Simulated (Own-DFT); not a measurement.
Simulation results for Hf36O71 (tetragonal hafnia with one neutral oxygen vacancy, atoms displaced)

Computed with Own-DFT development build. A calculation, not a measurement: plane-wave PBE and HSE06 DFT by an unreviewed code, no spin, of a simulated cell at Gamma alone, so results move with cell size and shape, stress positive in tension, energies less offsets, not probed for a lower state with spin; hafnium file: forces about 75 meV/angstrom off all-electron values; oxygen file: force components 24 meV/angstrom off all-electron in a glass; k mesh not checked against a denser one; forces and stress are PBE's, HSE06 gives the energy alone, and its difference from PBE has offsets of its own; offsets are fitted by least squares, one for each functional and potential file, so energies compare only between cells with the same atoms and settings and are not formation energies; the far tail of each file's local potential was reset to the Coulomb form; each entry is a single point on an unrelaxed cell, so the pressure reflects the starting lattice, taken from the Materials Project, from which strain is counted, and rises with the displacements; printed positions are rounded, which can move forces by about a meV/angstrom; the program is a retired in-house code; no spin-orbit coupling.

Settings shared by all entries: first functional PBE; second functional HSE06; exact exchange share 0.25; screening 0.11 1/bohr; exchange divergence Gygi-Baldereschi; potential files PseudoDojo norm-conserving, scalar-relativistic, made for PBE, standard set; wave cutoff 48 hartree; occupations fixed; k mesh 1 x 1 x 1 centred on Gamma.

(1) 
```xyz
107
Lattice="10.7800 0.0000 0.0000 0.0000 10.7800 0.0000 0.0000 0.0000 10.4493" Properties=species:S:1:pos:R:3:force_x:R:1:force_y:R:1:force_z:R:1 formula=Hf36O71 PBE_energy_of_cell_above_offsets=-100.794 HSE06_less_PBE_above_offsets=-0.149 PBE_pressure=0.87 PBE_stress_xx=-0.61 PBE_stress_yy=-0.64 PBE_stress_zz=-1.35 PBE_stress_yz=-0.05 PBE_stress_xz=-0.19 PBE_stress_xy=-0.11
Hf     0.0141    10.7688     0.0148      -0.55      0.661      0.322
Hf     1.8293     1.8983     2.6199     -0.559     -1.538     -0.392
O     10.7778     1.7381     1.5880      0.198      0.385      0.388
O      1.8119    10.7642     3.6234      0.059       1.14      0.172
O      0.0112     1.7906     4.2224      0.133      0.456     -0.347
O      1.8121    10.7793     1.0389     -0.519     -0.207     -0.334
Hf     0.0684    10.7503     5.2048     -1.386       0.92      0.162
Hf     1.8328     1.7835     7.9213      -1.09      0.347     -1.292
O     10.7201     1.8286     6.8245      0.788      0.136       0.59
O      1.7658    10.7442     8.8610     -0.001      0.706      0.692
O     10.7665     1.8388     9.4438      0.337     -0.648      0.161
O      1.7317     0.0764     6.2432      1.615     -0.173      0.302
Hf    10.7715     3.5958     0.0266     -0.529      0.549      -0.74
Hf     1.7580     5.4064     2.6010     -0.008      0.832      0.432
O     10.7506     5.3959     1.5638      0.287     -0.149      0.192
O      1.8483     3.6140     3.6194     -0.168          0      0.096
O      0.0633     5.3723     4.1924     -0.074      0.428     -0.125
O      1.7914     3.5802     1.0179      0.135     -0.029      0.241
Hf    10.7390     3.6074     5.1874      0.473     -0.317      1.251
Hf     1.7849     5.3684     7.8502     -0.551      0.369     -1.091
O      0.0376     5.4237     6.7910     -0.902     -0.302      0.047
O      1.8466     3.6167     8.8369     -0.007     -0.685      0.701
O      0.0427     5.3848     9.3966      0.024     -0.504      0.502
O      1.7967     3.5989     6.2423     -0.173      0.047       -0.3
Hf     0.0042     7.1867    10.4407     -0.138     -0.565     -0.171
Hf     1.8137     8.9871     2.6141     -0.364     -0.545      0.435
O     10.7577     8.9302     1.5937      0.455      0.557     -0.063
O      1.7936     7.1837     3.6149     -0.123     -0.044     -0.267
O      0.0035     8.9867     4.1927     -0.152       0.21     -0.188
O      1.8020     7.2438     1.0328      0.581     -0.321     -0.684
Hf    10.7421     7.2292     5.2099      1.552     -1.063      0.297
Hf     1.7791     8.9907     7.8822      0.138     -1.166     -1.056
O      0.0253     8.9782     6.8469     -0.253      0.079     -0.176
O      1.7363     7.1484     8.7992      0.616      1.138      1.088
O     10.7749     8.9899     9.4548      0.083     -0.031     -0.147
O      1.8310     7.2104     6.2651     -0.261     -0.178     -0.718
Hf     3.5881    10.7529     0.0843      0.165      0.588     -0.793
Hf     5.4196     1.7645     2.6260     -0.788      0.878     -0.045
O      3.5995     1.7908     1.5375      0.013     -0.087       0.51
O      5.3411    10.7453     3.6394      0.239      0.384      -0.02
O      3.6485     1.8360     4.1876     -0.456      -0.38     -0.033
O      5.4179     0.0322     1.0232     -0.241     -0.157      0.317
Hf     3.5619     0.0560     5.1772     -0.149     -0.861      0.415
Hf     5.3457     1.7750     7.8878      0.125      0.052     -1.038
O      3.5688     1.8050     6.8446      0.252     -0.157     -0.503
O      5.3502    10.7535     8.8521      0.602      0.433      0.192
O      3.5936     1.8062     9.3477      -0.14     -0.282       1.23
O      5.3781     0.0453     6.2442     -0.298     -0.245      -0.28
Hf     3.5779     3.6253    10.4469       0.43     -0.643     -0.142
Hf     5.3818     5.3980     2.5883     -0.211     -0.995      0.174
O      3.6038     5.4139     1.5446     -0.173      0.122       0.17
O      5.3327     3.6024     3.6427      0.639      0.228     -0.286
O      3.5636     5.3748     4.2097      0.325       0.53      -0.02
O      5.3547     3.5780     1.0856       0.59      0.281     -0.802
Hf     3.5721     3.6201     5.2424      0.509      0.065      0.227
Hf     5.3488     5.3985     7.8290       1.19     -0.476      0.684
O      3.6575     5.4089     6.8361     -1.381     -0.278     -0.549
O      5.4007     3.5831     8.8345      0.267      0.404      0.784
O      3.5747     5.3843     9.4035      0.274      0.549      0.269
O      5.4252     3.5734     6.2813     -0.507      0.183     -0.532
Hf     3.6312     7.1697    10.4319     -0.691      0.193     -0.176
Hf     5.4382     8.9963     2.5958     -0.607     -0.032      0.557
O      3.5692     9.0479     1.6327      1.384      -0.16     -0.922
O      5.3446     7.1834     3.6170      0.595     -0.093      0.041
O      3.5385     8.9898     4.1826      0.336     -0.044      0.652
O      5.4211     7.1723     0.9896     -1.077      0.109      0.862
Hf     3.6450     7.1906     5.2733     -2.281      0.354      -0.93
Hf     5.3629     8.9835     7.8156      0.141       0.27      0.017
O      3.5525     8.9562     6.7993      0.609       0.47      0.252
O      5.4088     7.1899     8.8669     -0.009     -0.119     -0.026
O      3.6760     9.0432     9.3932     -0.648     -1.344      0.801
O      5.3602     7.1711     6.2534      1.425      0.225      0.171
Hf     7.1773     0.0301    10.4363      0.688     -1.021     -0.164
Hf     8.9461     1.8351     2.5927      1.117      -0.59      0.128
O      7.1859     1.8159     1.6019     -0.299     -0.008     -0.331
O      8.9732     0.0353     3.5773     -0.072     -0.312      0.396
O      7.1757     1.7916     4.1648     -0.095      0.348      0.045
O      8.9379    10.7517     1.0557      0.491      0.103     -0.575
Hf     7.1639     0.0319     5.2303       0.86     -0.609      0.545
Hf     8.9601     1.7683     7.8341      0.646      0.411     -0.283
O      7.1790     1.7969     6.8041     -0.091     -0.372       0.16
O      8.9920    10.7755     8.9154      0.077      0.201     -0.262
O      7.2077     1.7902     9.4533     -0.444     -0.261     -0.292
O      9.0189     0.0056     6.2458     -0.628     -0.195      -0.27
Hf     7.1844     3.5451     0.0000      0.014      1.357     -0.298
Hf     8.9306     5.3769     2.6180      1.711      1.234      0.092
O      7.2787     5.3969     1.5944     -2.332     -0.002     -0.442
O      9.0078     3.6579     3.5974      0.061     -1.527      0.642
O      7.2504     5.3374     4.2257     -0.593      1.048     -0.182
O      8.9803     3.5527     1.0123     -0.053     -0.136      0.183
Hf     7.1824     3.5788     5.2294     -0.494     -0.492      0.603
Hf     8.9281     5.4049     7.7758      1.654     -0.313      1.055
O      7.1890     5.3993     6.8405     -0.835      0.393     -0.143
O      8.9259     3.5980     8.8827     -0.399      0.454     -0.332
O      8.9501     3.5795     6.2593      0.189      0.424     -0.507
Hf     7.1555     7.2287     0.0503       1.56     -0.629     -1.619
Hf     9.0091     9.0104     2.5969     -0.258       0.02       0.24
O      7.1832     8.9789     1.5767     -0.038     -0.227     -0.044
O      8.9994     7.1821     3.6726     -0.205      0.018     -0.634
O      7.1855     8.9876     4.1581     -0.334     -0.112      0.399
O      8.9970     7.1902     0.9666     -0.486      0.239      0.411
Hf     7.1567     7.1790     5.1972      1.006      0.533      0.277
Hf     8.9967     8.9993     7.8779     -0.329     -0.122     -0.548
O      7.1912     8.9984     6.7984     -0.223     -0.174     -0.011
O      9.0168     7.1807     8.8329     -0.371      -0.18      -0.17
O      7.2099     8.9855     9.3994      -0.15      0.222      0.432
O      9.0202     7.2169     6.2116     -1.467     -0.183      0.285
```

Units: PBE_energy_of_cell_above_offsets, HSE06_less_PBE_above_offsets in eV; PBE_pressure, PBE_stress_xx, PBE_stress_yy, PBE_stress_zz, PBE_stress_yz, PBE_stress_xz, PBE_stress_xy in GPa; force_x, force_y, force_z in eV/Å.

(2) 
```xyz
107
Lattice="10.7800 0.0000 0.0000 0.0000 10.7800 0.0000 0.0000 0.0000 10.4493" Properties=species:S:1:pos:R:3:force_x:R:1:force_y:R:1:force_z:R:1 formula=Hf36O71 PBE_energy_of_cell_above_offsets=-96.639 HSE06_less_PBE_above_offsets=0.072 PBE_pressure=2.77 PBE_stress_xx=-3.19 PBE_stress_yy=-1.7 PBE_stress_zz=-3.43 PBE_stress_yz=-0.11 PBE_stress_xz=0.69 PBE_stress_xy=-0.25
Hf     0.0236     0.0367    10.4140     -1.356      -0.23      1.048
Hf     1.7974     1.7981     2.6860       0.35      1.003     -0.961
O      0.0599     1.8019     1.5775     -1.022     -0.514      0.335
O      1.8645     0.0245     3.5403     -0.141     -0.635      0.934
O      0.0364     1.7605     4.2824      0.106      0.878     -0.945
O      1.8455    10.7542     1.0213     -0.687     -0.013     -0.498
Hf    10.6160     0.0188     5.2146      2.299     -0.628      1.091
Hf     1.8821     1.7772     7.8946     -1.943      0.616     -2.202
O     10.6710     1.8691     6.8180      2.013     -0.099     -0.091
O      1.8366    10.7582     8.8083     -0.317      0.508      1.219
O      0.0566     1.7896     9.4051      0.142      0.267      0.115
O      1.7860     0.0422     6.2012      0.035      0.316     -0.565
Hf     0.0406     3.5979    10.3969     -1.064     -0.329       0.69
Hf     1.8250     5.3899     2.5581      0.811     -0.512        0.1
O      0.0379     5.4596     1.5947     -0.835     -0.587      0.487
O      1.7920     3.6421     3.5659     -0.293     -0.107      0.133
O     10.7628     5.3630     4.2617     -0.182      1.004     -0.608
O      1.8653     3.5129     0.9852     -1.713      0.478      0.317
Hf    10.7216     3.6713     5.2116      1.219     -2.897      0.261
Hf     1.7908     5.4364     7.8562      3.117     -0.863      1.975
O      0.1896     5.4349     6.8747     -3.791      -0.14     -2.007
O      1.8021     3.6443     8.8263     -0.051     -1.222      0.561
O     10.7710     5.3861     9.4801      0.349      0.528     -0.356
O      1.8439     3.5647     6.1875     -1.419     -0.199      0.236
Hf     0.0070     7.2289     0.0780     -1.014      -0.93     -0.699
Hf     1.7752     9.0434     2.6776      0.261     -0.485     -0.955
O     10.7480     8.9724     1.5882      0.491     -0.041      0.586
O      1.6939     7.1440     3.5746      0.497      0.473      1.163
O      0.0274     8.9604     4.2350      0.173      0.465     -0.189
O      1.7860     7.1599     1.0251      0.295       0.16      0.412
Hf     0.0961     7.1009     5.2857     -2.329      1.709     -0.895
Hf     1.8028     8.9838     7.8677     -0.096       0.68     -0.512
O      0.0701     9.0472     6.7671     -0.709     -0.614      1.013
O      1.7877     7.2126     8.8360     -0.299     -0.121      0.687
O     10.7183     8.9519     9.5365      0.643      0.969     -1.078
O      1.8693     7.0860     6.2816     -1.569      0.863      0.947
Hf     3.5622     0.0289    10.4476       0.89     -1.162      0.367
Hf     5.4174     1.8189     2.6578     -0.294      0.362     -0.788
O      3.6996     1.8251     1.5890      -1.75     -0.217     -0.273
O      5.3637    10.7042     3.6071     -0.164      1.752      1.338
O      3.4815     1.8132     4.2370      0.748     -0.276      0.164
O      5.3660     0.0424     0.9634     -0.005     -0.698     -0.052
Hf     3.6795     0.0265     5.1826     -2.859      0.037      0.312
Hf     5.3925     1.7723     7.9011      0.692      1.193     -0.152
O      3.5722     1.7763     6.8803      1.516     -0.359     -0.651
O      5.3963    10.7285     8.8614      -0.13      1.401        0.5
O      3.7066     1.8401     9.3520     -1.397     -2.066      0.515
O      5.4223    10.7558     6.2758     -1.114      0.276      0.267
Hf     3.5283     3.4932    10.4295      2.801      2.513      0.331
Hf     5.4343     5.4955     2.6317     -0.415     -2.069     -0.568
O      3.6974     5.3313     1.5073     -1.598      0.861      1.171
O      5.3801     3.5479     3.6188     -0.533      1.442      0.166
O      3.5692     5.4072     4.2598      0.054      0.959     -0.537
O      5.4479     3.6160     1.0463     -0.726     -0.173     -0.289
Hf     3.6055     3.6371     5.2652      -0.84     -0.175     -1.095
Hf     5.3830     5.3468     7.7313     -0.134      0.739      2.644
O      3.5720     5.2881     6.8259      0.275      0.459     -0.323
O      5.3280     3.5386     8.8611      0.853       1.14     -0.696
O      3.5888     5.3793     9.4186     -0.427      0.189      0.475
O      5.3757     3.5343     6.1716      0.556     -0.045      1.348
Hf     3.5191     7.1166     0.0854      2.467      0.048     -1.834
Hf     5.4380     8.9818     2.6326     -0.111     -0.733     -1.273
O      3.6597     9.0037     1.6231     -1.017     -0.346     -0.324
O      5.3866     7.1953     3.6717      0.518      0.683     -0.038
O      3.5523     8.9691     4.1710     -0.328     -0.205      0.893
O      5.4281     7.1593     1.0254     -0.391      0.096      0.375
Hf     3.4528     7.2367     5.2904      3.746     -0.647     -2.164
Hf     5.3208     9.1065     7.8304      1.265     -3.611      0.534
O      3.5679     9.0791     6.8305      0.063     -0.676     -1.113
O      5.4395     7.1498     8.8519      0.171      0.264     -0.859
O      3.5419     8.9768     9.3257      0.465      0.037      1.453
O      5.4131     7.1465     6.2146     -1.853      0.099      0.495
Hf     7.1262     0.0011    10.4043      0.848      0.349      0.065
Hf     8.9149     1.6679     2.5969      0.446       2.69     -1.635
O      7.1013     1.7374     1.5996      1.279     -0.094     -0.061
O      8.9799     0.0068     3.5444      0.374     -1.369      2.027
O      7.1416     1.8921     4.1797      0.182     -2.477      0.567
O      8.8879    10.7713     1.0126      1.483      0.591     -0.458
Hf     7.0969     0.0083     5.2865      1.986     -0.082     -0.828
Hf     8.9927     1.8421     7.7846     -0.358     -0.267      2.141
O      7.2259     1.7604     6.8723     -1.257       0.37     -1.577
O      9.0346    10.7556     8.8494       0.36      1.164      0.178
O      7.2024     1.8033     9.3424     -0.488     -0.315      1.318
O      8.9360     0.0427     6.3088     -0.237     -0.251      -1.04
Hf     7.1663     3.6633     0.0704      0.108     -0.207     -1.759
Hf     8.9387     5.4152     2.5891      0.935     -0.859      0.744
O      7.2166     5.4151     1.5591     -0.183     -0.032      0.218
O      8.9740     3.5258     3.6612      0.433      0.827     -0.572
O      7.1136     5.3212     4.1871       0.42      1.213      0.095
O      8.9517     3.5535     0.9902      0.943      0.337      0.478
Hf     7.1758     3.5706     5.2711      0.204      0.597     -0.915
Hf     9.0599     5.3973     7.7585     -0.938      0.266       1.58
O      7.1962     5.3127     6.8684      0.037       0.36     -0.224
O      8.9563     3.6366     8.8746      0.359      0.014     -0.642
O      8.9730     3.6993     6.2499      0.391      0.085      0.213
Hf     7.2221     7.1842     0.0013     -1.517       -0.4     -1.808
Hf     8.9755     8.9189     2.6524      0.091      0.295     -0.562
O      7.2187     8.9842     1.6089     -0.659     -0.126     -0.212
O      9.0298     7.2172     3.7304     -0.501     -1.302     -1.242
O      7.1867     9.0429     4.1617     -0.112      -0.64        0.6
O      8.9248     7.1789     1.0297      1.422     -0.042      0.694
Hf     7.0801     7.2018     5.2203      2.122      0.253     -0.231
Hf     8.9790     9.0389     7.8429      0.022     -1.222     -0.272
O      7.2370     9.0365     6.7453     -1.289     -0.033      0.115
O      9.0174     7.1749     8.7894      -0.27     -0.034      0.465
O      7.2240     8.9678     9.3484     -0.025      0.431      0.625
O      8.9826     7.2286     6.2269      0.422     -0.939     -0.152
```

Units: PBE_energy_of_cell_above_offsets, HSE06_less_PBE_above_offsets in eV; PBE_pressure, PBE_stress_xx, PBE_stress_yy, PBE_stress_zz, PBE_stress_yz, PBE_stress_xz, PBE_stress_xy in GPa; force_x, force_y, force_z in eV/Å.
